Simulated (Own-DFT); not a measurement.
Al3GaAs4 (zincblende random alloy, atoms displaced), Al3GaN4 (wurtzite random alloy, strained, atoms displaced), In3GaP4 (zincblende random alloy, atoms displaced) (calculated)

Computed with Own-DFT development build. A calculation, not a measurement: plane-wave PBE density functional theory by an unreviewed code, no spin, of a simulated periodic cell, stress positive in tension, free energy of the whole cell less one offset for each atom, forces on such cells passed a denser k mesh, this cell's mesh not checked; offsets are fitted by least squares, one for each functional and potential file, so energies compare only between cells with the same atoms and settings and are not formation energies; the far tail of each file's local potential was reset to the Coulomb form; each entry is a single point on an unrelaxed cell, so the pressure reflects the starting lattice, mostly measured values, from which strain is counted, and rises with the displacements; printed positions are rounded, which can move forces by about a meV/angstrom; the program is a retired in-house code; no spin-orbit coupling; before rounding, a Quantum ESPRESSO 7.3.1 run of the same cell and cutoff gave forces within 1 meV/angstrom rms on each cell, which checks the program and not the settings.

Settings shared by all entries: functional PBE; potential files PseudoDojo norm-conserving, scalar-relativistic, standard set; wave cutoff 42 hartree; occupations Fermi-Dirac; smearing width 0.1 eV.

(1) Al3GaAs4 (zincblende random alloy, atoms displaced)

```
Al3GaAs4
1.0
     11.3183     0.0000     0.0000
      0.0000    11.3183     0.0000
      0.0000     0.0000    11.3183
Al As Ga Al As Al Ga As Al Ga Al As Al Ga As Al Ga As Al As Al As
4 4 2 2 4 3 1 4 1 2 1 4 2 2 4 3 1 4 4 4 4 4
Direct
  0.00773 0.99109 0.00265
  0.00693 0.26507 0.24358
  0.25925 0.00722 0.25639
  0.25391 0.25300 0.00030
  0.11899 0.12478 0.13658
  0.12806 0.38555 0.36553
  0.38092 0.11700 0.36794
  0.37754 0.36733 0.12156
  0.99396 0.00869 0.51072
  0.00215 0.24458 0.75140
  0.24796 0.00048 0.75757
  0.25513 0.26666 0.49699
  0.11773 0.13654 0.62539
  0.13075 0.39813 0.88777
  0.37753 0.13364 0.88111
  0.37356 0.38288 0.62539
  0.00363 0.49415 0.00412
  0.00542 0.75089 0.25183
  0.24567 0.50216 0.25133
  0.24812 0.76041 0.99397
  0.12791 0.63132 0.12787
  0.11873 0.87909 0.37414
  0.37609 0.63085 0.38517
  0.37389 0.86982 0.12352
  0.99024 0.49892 0.49115
  0.00264 0.73619 0.75493
  0.26401 0.49088 0.74793
  0.25394 0.75832 0.50832
  0.13754 0.64463 0.61876
  0.12401 0.88083 0.87249
  0.37049 0.63014 0.87926
  0.37840 0.86726 0.63391
  0.49965 0.99966 0.00106
  0.49954 0.24393 0.24800
  0.74429 0.00923 0.25529
  0.75177 0.25408 0.99920
  0.62482 0.13441 0.12059
  0.62553 0.37309 0.38234
  0.87599 0.11837 0.38036
  0.88050 0.37377 0.12692
  0.50300 0.00618 0.48999
  0.50364 0.24224 0.75217
  0.76483 0.99908 0.75519
  0.75326 0.25364 0.49711
  0.61516 0.12437 0.62673
  0.62164 0.38150 0.87981
  0.87682 0.13020 0.87843
  0.86805 0.37438 0.62290
  0.49504 0.49765 0.00075
  0.49515 0.74274 0.25175
  0.75025 0.50213 0.24884
  0.75279 0.74317 0.99285
  0.63790 0.63076 0.13323
  0.63396 0.87723 0.38243
  0.87325 0.62115 0.38559
  0.87513 0.87640 0.13336
  0.49916 0.48358 0.50053
  0.50096 0.75589 0.75223
  0.73748 0.50730 0.75282
  0.74850 0.75710 0.50750
  0.63267 0.62562 0.62863
  0.62742 0.87702 0.86981
  0.86790 0.62200 0.87799
  0.87493 0.86915 0.61928
```

- k mesh: 3 x 3 x 3 centred on Gamma
- free energy of cell above offsets: -15.048 eV
- pressure: 3.99 GPa
- stress xx: -4.15 GPa
- stress yy: -3.7 GPa
- stress zz: -4.12 GPa
- stress yz: -0.16 GPa
- stress xz: 0.5 GPa
- stress xy: 0.4 GPa

Force:
| element | x (eV/Å) | y (eV/Å) | z (eV/Å) |
| --- | --- | --- | --- |
| Al | -1.059 | 0.993 | 0.848 |
| Al | -0.38 | -1.624 | 1.264 |
| Al | -1.877 | -1.677 | -1.245 |
| Al | -1.473 | -0.226 | 0.368 |
| As | 1.125 | -0.043 | -1.17 |
| As | -0.615 | -0.762 | 1.447 |
| As | -0.123 | 2.055 | 1.34 |
| As | -0.145 | 0.988 | 1.185 |
| Ga | 0.572 | -0.972 | -0.461 |
| Ga | -0.6 | 2.01 | 0.778 |
| Al | 0.734 | 0.816 | -1.058 |
| Al | -0.622 | -1.268 | -0.42 |
| As | 2.111 | -0.771 | -0.503 |
| As | 0.888 | -2.59 | -1.929 |
| As | -0.4 | -1.042 | -0.421 |
| As | 1.199 | -2.245 | 0.086 |
| Al | -1.13 | 2.043 | 0.898 |
| Al | -0.919 | -0.283 | 0.377 |
| Al | 1.788 | 0.986 | -0.866 |
| Ga | -0.318 | -0.646 | 0.432 |
| As | -0.146 | -0.244 | -0.675 |
| As | 1.128 | 0.619 | 0.851 |
| As | -0.153 | -1.157 | -0.235 |
| As | 0.364 | 0.798 | 0.49 |
| Al | 1.542 | -0.295 | 1.704 |
| Ga | -0.21 | 0.775 | -0.425 |
| Ga | -1.849 | 2.553 | 0.956 |
| Al | 0.289 | 1.239 | -1.841 |
| As | -1.709 | -3.319 | 1.263 |
| As | -0.46 | -0.832 | -0.219 |
| As | 0.862 | -0.345 | -0.407 |
| As | -0.235 | 2.211 | -0.802 |
| Al | 0.288 | -0.166 | -0.018 |
| Al | 0.359 | 0.952 | 0.323 |
| Ga | 0.328 | -0.361 | -0.582 |
| Ga | 0.032 | 0.288 | -0.074 |
| As | 0.159 | -0.972 | 0.127 |
| As | -0.036 | -0.309 | -1.758 |
| As | 0.109 | 1.807 | -0.872 |
| As | -1.165 | 0.586 | -0.354 |
| Al | 0.086 | -1.215 | 1.5 |
| Al | -0.292 | 1.253 | 0.107 |
| Al | -1 | 0.043 | -0.847 |
| Ga | -0.304 | -1.18 | 0.428 |
| As | 1.67 | -0.333 | -0.303 |
| As | 0.047 | -0.7 | -0.562 |
| As | 0.528 | -0.672 | 0.479 |
| As | 0.722 | 0.572 | 1.081 |
| Al | 0.297 | 1.085 | 0.706 |
| Al | 0.851 | 0.696 | 0.196 |
| Al | 0.44 | -0.491 | 0.898 |
| Al | -0.424 | 1.747 | 1.149 |
| As | -1.508 | -0.356 | -0.97 |
| As | -1.31 | -0.211 | -1.073 |
| As | -0.811 | 1.477 | -1.564 |
| As | -0.343 | -0.243 | -0.785 |
| Al | 0.51 | 2.421 | -0.035 |
| Al | 0.536 | -1.344 | 0.36 |
| Al | 1.322 | -1.162 | 0.125 |
| Al | -0.038 | -1.274 | -0.632 |
| As | -1.908 | 0.498 | -0.909 |
| As | 0.278 | 0.221 | 0.802 |
| As | 1.389 | -1.062 | -0.309 |
| As | 1.006 | 0.657 | 1.754 |

(2) Al3GaN4 (wurtzite random alloy, strained, atoms displaced)

```
Al3GaN4
1.0
      9.1119     0.0000     0.0000
     -4.5560     7.8912     0.0000
      0.0000     0.0000    10.0655
Al N Al N Al N Ga Al N Al N Al N Al N Ga N Ga Al N Al Ga N Al N Al Ga N Al N Al N Ga Al N Al Ga N Al Ga N Al N
2 2 2 2 2 2 1 1 2 2 2 2 2 2 2 2 2 1 1 2 1 1 2 2 2 1 1 2 2 2 2 2 1 1 2 1 1 2 1 1 2 2 2
Direct
  0.10988 0.21668 0.00504
  0.22962 0.11600 0.24431
  0.11444 0.23384 0.19131
  0.21660 0.10422 0.44479
  0.10958 0.22264 0.49309
  0.22257 0.10836 0.74981
  0.11860 0.23304 0.69897
  0.23569 0.10970 0.94822
  0.11417 0.56227 0.00882
  0.22263 0.44814 0.24234
  0.11298 0.55666 0.18613
  0.22959 0.45096 0.44092
  0.11865 0.56103 0.49761
  0.22147 0.44539 0.75113
  0.11364 0.55855 0.69336
  0.20565 0.43443 0.93449
  0.11239 0.89177 0.99827
  0.21227 0.76685 0.25617
  0.12054 0.89297 0.19321
  0.21548 0.77025 0.44315
  0.11696 0.88858 0.49775
  0.22052 0.77537 0.75093
  0.10753 0.89033 0.69030
  0.22834 0.78256 0.93817
  0.43821 0.21994 0.99403
  0.56161 0.12273 0.23814
  0.44628 0.22370 0.19664
  0.56051 0.11954 0.45248
  0.44203 0.21747 0.50172
  0.54869 0.09957 0.74662
  0.43609 0.21112 0.68917
  0.56330 0.11920 0.94071
  0.44267 0.55251 0.99851
  0.54926 0.45133 0.25220
  0.46032 0.56108 0.19496
  0.54784 0.44705 0.43711
  0.44879 0.55836 0.49668
  0.55104 0.44116 0.75254
  0.43439 0.54456 0.68986
  0.56002 0.44368 0.94898
  0.44125 0.90264 0.00083
  0.54712 0.77765 0.24919
  0.43443 0.87558 0.19351
  0.54143 0.76604 0.43181
  0.44575 0.89450 0.49781
  0.55649 0.78548 0.75380
  0.43730 0.89379 0.68616
  0.55875 0.77676 0.94166
  0.77065 0.20841 0.99688
  0.89507 0.11252 0.24726
  0.78485 0.22521 0.17705
  0.88546 0.10946 0.43994
  0.78424 0.21713 0.49959
  0.88772 0.10773 0.74573
  0.78940 0.23132 0.69893
  0.89878 0.12591 0.94523
  0.75984 0.53652 0.00103
  0.88055 0.43566 0.24695
  0.79008 0.55656 0.18542
  0.88969 0.44425 0.43704
  0.78998 0.56260 0.49061
  0.88428 0.45358 0.73986
  0.78365 0.56393 0.69214
  0.89003 0.44725 0.94709
  0.78450 0.89604 0.99976
  0.87940 0.76927 0.24701
  0.78494 0.89114 0.18824
  0.88665 0.77466 0.44762
  0.77424 0.88744 0.49925
  0.88521 0.78479 0.74373
  0.77812 0.88997 0.69030
  0.89502 0.78595 0.94186
```

- k mesh: 4 x 4 x 3 centred on Gamma
- free energy of cell above offsets: -11.117 eV
- pressure: 22.38 GPa
- stress xx: -28.86 GPa
- stress yy: -28.94 GPa
- stress zz: -9.32 GPa
- stress yz: -0.76 GPa
- stress xz: -1.56 GPa
- stress xy: 2.05 GPa

Force:
| element | x (eV/Å) | y (eV/Å) | z (eV/Å) |
| --- | --- | --- | --- |
| Al | 0.688 | 1.173 | -0.683 |
| Al | -1.315 | -0.879 | 1.72 |
| N | 1.357 | -1.883 | -0.312 |
| N | -0.791 | 0.742 | -2.076 |
| Al | 0.807 | 0.703 | 1.721 |
| Al | -1.318 | 0.29 | 0.625 |
| N | -0.187 | -3.091 | -2.097 |
| N | -4.345 | -0.647 | -2.077 |
| Al | -0.654 | -0.866 | -2.534 |
| Al | 1.115 | 1.338 | 1.822 |
| N | -0.502 | -0.649 | 1.536 |
| N | 0.201 | -1.951 | -1.857 |
| Ga | -0.369 | -2.771 | 2.186 |
| Al | -1.074 | 0.535 | 0.642 |
| N | 0.629 | 0.318 | -0.851 |
| N | 1.312 | 1.042 | 1.552 |
| Al | 0.479 | -1.448 | 1.106 |
| Al | 0.138 | 1.424 | -0.225 |
| N | -0.633 | -0.177 | -0.822 |
| N | 0.793 | 3.89 | -1.674 |
| Al | -1.583 | -0.47 | 1.211 |
| Al | -1.092 | 0.257 | 0.437 |
| N | 0.74 | -0.343 | -0.521 |
| N | -0.63 | -0.248 | -0.135 |
| Al | 3.569 | 1.872 | 2.344 |
| Al | 1.136 | -2.227 | 1.925 |
| N | -0.206 | 1.484 | -1.943 |
| N | 2.281 | -1.655 | -2.937 |
| Ga | -1.348 | 1.887 | 0.153 |
| Ga | 1.065 | 3.927 | 1.235 |
| N | 0.106 | 1.294 | 0.871 |
| N | -2.036 | -1.196 | -0.076 |
| Ga | -1.421 | -0.055 | 0.53 |
| Al | 4.316 | -2.012 | 1.075 |
| N | -4.251 | 0.558 | -1.881 |
| N | 2.653 | 0.081 | -0.12 |
| Al | -0.917 | -0.963 | 1.841 |
| Ga | 0.813 | -0.061 | -0.163 |
| N | 0.314 | 2.274 | -1.035 |
| N | -4.891 | -3.272 | -2.899 |
| Al | 1.713 | -2.039 | 0.858 |
| Al | 2.305 | 0.453 | -0.059 |
| N | -0.928 | 2.89 | -1.08 |
| N | 0.838 | 3.16 | 1.202 |
| Al | -0.014 | -0.975 | -0.202 |
| Ga | -0.581 | -1.897 | -0.198 |
| N | 0.7 | -3.412 | -1.556 |
| N | -0.961 | 2.128 | 0.542 |
| Al | 1.054 | 4.079 | -0.293 |
| Al | -0.942 | -0.268 | 0.265 |
| N | -0.487 | -1.531 | 2.052 |
| N | 1.263 | -0.682 | -1.169 |
| Al | -1.973 | 1.99 | 1.583 |
| Al | 0.973 | 2.105 | 1.727 |
| N | -0.584 | -2.713 | -2.449 |
| N | 0.319 | -3.294 | -1.739 |
| Ga | 5.247 | 4.519 | 1.02 |
| Al | 1.557 | 1.003 | 0.288 |
| N | -2.351 | -2.009 | 1.483 |
| N | 0.006 | -1.267 | -0.762 |
| Al | -2.048 | -2.557 | 1.863 |
| Ga | 2.896 | -0.646 | 3.515 |
| N | -3.284 | 0.96 | -2.516 |
| N | 1.126 | -1.146 | -0.989 |
| Al | 0.027 | -0.361 | 0.149 |
| Ga | 1.819 | 1.574 | 1.154 |
| N | -2.611 | 0.787 | -0.188 |
| N | 0.014 | 2.176 | -1.026 |
| Al | -0.292 | -0.798 | -0.207 |
| Al | 1.945 | -0.925 | 2.178 |
| N | -0.923 | 0.892 | -1.792 |
| N | -0.769 | -0.422 | -1.269 |

(3) In3GaP4 (zincblende random alloy, atoms displaced)

```
In3GaP4
1.0
     11.5283     0.0000     0.0000
      0.0000    11.5283     0.0000
      0.0000     0.0000    11.5283
Ga In P In P Ga In P In Ga In Ga P In Ga In P In Ga P Ga In Ga P In P
1 3 4 4 4 1 3 4 1 1 1 1 4 1 1 2 4 3 1 4 1 2 1 4 4 4
Direct
  0.99755 0.99679 0.00304
  0.00862 0.24040 0.24676
  0.24523 0.99859 0.24497
  0.25621 0.24282 0.00145
  0.12237 0.11454 0.12689
  0.11882 0.37136 0.37610
  0.37284 0.12384 0.36855
  0.36454 0.37201 0.12263
  0.00615 0.99729 0.49854
  0.00164 0.25106 0.73575
  0.24710 0.00817 0.74876
  0.24154 0.23983 0.49842
  0.12184 0.13043 0.62988
  0.12684 0.38326 0.86014
  0.37817 0.12105 0.87285
  0.38017 0.37060 0.62744
  0.99931 0.49568 0.99853
  0.00108 0.75119 0.25761
  0.24573 0.49169 0.26132
  0.25266 0.74787 0.01077
  0.12086 0.62272 0.11962
  0.13307 0.87859 0.36442
  0.36379 0.63350 0.37371
  0.37012 0.87997 0.12561
  0.99579 0.50752 0.49478
  0.00038 0.75571 0.73764
  0.25094 0.49549 0.74713
  0.24531 0.74931 0.50557
  0.11989 0.61637 0.62667
  0.12243 0.87192 0.88313
  0.37882 0.62507 0.88126
  0.37062 0.87680 0.61889
  0.49266 0.99161 0.99068
  0.49961 0.24642 0.25741
  0.75564 0.99347 0.26098
  0.75030 0.25568 0.99714
  0.61992 0.12112 0.12610
  0.62838 0.38386 0.37324
  0.86073 0.11285 0.37579
  0.88239 0.37238 0.11464
  0.50059 0.99643 0.50364
  0.49377 0.25207 0.75541
  0.75087 0.00612 0.76017
  0.75745 0.23880 0.49679
  0.62458 0.12284 0.61558
  0.62756 0.36697 0.87636
  0.88004 0.12674 0.86912
  0.88110 0.37725 0.62503
  0.48953 0.50161 0.99460
  0.50523 0.75388 0.25308
  0.75337 0.49820 0.23547
  0.76487 0.74920 0.99670
  0.62282 0.63136 0.12635
  0.62498 0.88036 0.36415
  0.87527 0.62003 0.37174
  0.87735 0.88035 0.11991
  0.49493 0.50741 0.49790
  0.50090 0.74531 0.76343
  0.75522 0.51049 0.74781
  0.75234 0.73791 0.49906
  0.63202 0.62844 0.62941
  0.61455 0.86607 0.87644
  0.87362 0.63008 0.88305
  0.87728 0.88020 0.62184
```

* k mesh: 3 x 3 x 3 centred on Gamma
* free energy of cell above offsets: -27.897 eV
* pressure: 4.73 GPa
* stress xx: -4.82 GPa
* stress yy: -4.73 GPa
* stress zz: -4.64 GPa
* stress yz: -0.25 GPa
* stress xz: 0.12 GPa
* stress xy: -0.74 GPa

Force:
| element | x (eV/Å) | y (eV/Å) | z (eV/Å) |
| --- | --- | --- | --- |
| Ga | 0.17 | 0.232 | -0.701 |
| In | -1.574 | 0.381 | 0.485 |
| In | 1.36 | 0.61 | 0.082 |
| In | -1.376 | 0.107 | -0.732 |
| P | -0.54 | 0.08 | -2.096 |
| P | -0.276 | -0.279 | 0.631 |
| P | 0.59 | 0.318 | 0.143 |
| P | 2.204 | 0.676 | 0.824 |
| In | 0.052 | 0.224 | -0.295 |
| In | -0.555 | 0.788 | 1.921 |
| In | -0.199 | -1.307 | 0.414 |
| In | 1.162 | 0.894 | -0.205 |
| P | 0.427 | -1.564 | -1.195 |
| P | -1.486 | -1.317 | 2.588 |
| P | -0.583 | 0.23 | -0.067 |
| P | -0.857 | 0.397 | -1.233 |
| Ga | 0.467 | 0.461 | -0.468 |
| In | -0.088 | -0.155 | -1.193 |
| In | 0.037 | 0.734 | -1.299 |
| In | -0.307 | -0.033 | -0.641 |
| P | -0.651 | -1.148 | 0.59 |
| P | -0.388 | -1.393 | 2.465 |
| P | 0.043 | 0.354 | 0.766 |
| P | 0.868 | -0.642 | 0.229 |
| In | 0.365 | -1.139 | 0.308 |
| Ga | 0.019 | -0.062 | 0.968 |
| In | 1.389 | 1.085 | -0.351 |
| Ga | -0.147 | 0.101 | -0.234 |
| P | 0.492 | 2.286 | -0.086 |
| P | -0.695 | 0.291 | -0.942 |
| P | -0.879 | -0.96 | 0.037 |
| P | -0.636 | -1.322 | 0.697 |
| In | 0.663 | 0.526 | 1.324 |
| Ga | 0.299 | 0.461 | -0.703 |
| In | -1.036 | -0.132 | -3.264 |
| In | 0.103 | -1.63 | 0.71 |
| P | -0.033 | 0.469 | 0.402 |
| P | -0.08 | -1.816 | 0.125 |
| P | 2.577 | 2.603 | 1.478 |
| P | 0.856 | 0.339 | 0.366 |
| In | -0.15 | 0.092 | -1.173 |
| In | 1.305 | -0.516 | -0.509 |
| In | -0.951 | -0.952 | -0.867 |
| Ga | -0.799 | 1.147 | 0.34 |
| P | 0.855 | 1.153 | 0.875 |
| P | -1.131 | 2.388 | -0.388 |
| P | 0.958 | -0.001 | 1.582 |
| P | -1.726 | -0.238 | -1.31 |
| Ga | 1.002 | -0.736 | 0.824 |
| In | -1.205 | -0.201 | -0.528 |
| In | -0.189 | -0.094 | 0.132 |
| Ga | -1.478 | 0.593 | 0.787 |
| P | 0.337 | -0.517 | -1.988 |
| P | -0.284 | -1.212 | 2.415 |
| P | -0.567 | 0.454 | -0.863 |
| P | -0.146 | -0.629 | -0.363 |
| In | 0.304 | -0.079 | 0.179 |
| In | -0.745 | -0.224 | -2.287 |
| In | 0.023 | -1.368 | 0.902 |
| In | -0.022 | 1.682 | -0.414 |
| P | -1.685 | -0.072 | -0.315 |
| P | 3.137 | 0.73 | 0.974 |
| P | 1.548 | -0.051 | -0.557 |
| P | -0.145 | -1.095 | 0.703 |
